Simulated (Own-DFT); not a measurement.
# One host, several defects: L1_0 TiAl

No measurement is shown. These are fixed-geometry runs of a retired plane-wave code named Own-DFT, which no person has reviewed; spin and spin-orbit coupling are neglected.

All runs used: PBEsol; PseudoDojo norm-conserving scalar-relativistic files, made for PBE; cutoff 42 hartree; 4 x 4 x 4 k mesh centred on Gamma; cold (Marzari-Vanderbilt) smearing of 0.2 eV.

Known weak points: forces on such cells failed a check on a denser k mesh; stress not checked against mesh or cutoff.

All runs share one cell, with vectors in Å (5.622, 5.622, 0.000); (-5.622, 5.622, 0.000); (0.000, 0.000, 8.133) and a volume of 514.0 Å³. u is the rms random offset of the atoms per axis. The defect's site can differ from row to row.

```
            cell   formula   u (Å)  P (GPa)
       no defect  Al16Ti16  0.0189    -1.66
       no defect  Al16Ti16  0.0466    -1.14
       no defect  Al16Ti16  0.0535    -1.05
  one Ti vacancy  Al16Ti15  0.0303    -2.07
  one Ti vacancy  Al16Ti15  0.0309    -2.18
  one Ti vacancy  Al16Ti15  0.0334    -2.02
two Al vacancies  Al14Ti16  0.0264    -3.40
two Al vacancies  Al14Ti16  0.0299        ?
two Al vacancies  Al14Ti16  0.0494    -3.21
two Al vacancies  Al14Ti16  0.0515    -2.98
```

## What the rows give

P = P0 + c u² + a shift for each defect gives P0 = -1.68 GPa, c = 223 ± 38 GPa/Å² and a scatter of 0.09 GPa. The shifts, and each times the cell's volume:

- one Ti vacancy: -0.63 ± 0.08 GPa, -2.0 eV
- two Al vacancies: -1.95 ± 0.07 GPa, -6.2 eV (-3.1 eV for each of its 2 sites)

Against the defect-free cell, a freed cell would be larger where the shift is positive and smaller where it is negative (160.2 GPa Å³ is 1 eV). The atoms around the defects weren't relaxed, which would change these numbers.

## Test on the hidden row

Q: what pressure belongs in the blank (two Al vacancies, u = 0.0299 Å)?

The fit gives -3.43 ± 0.11 GPa. DFT gave -3.29 GPa.
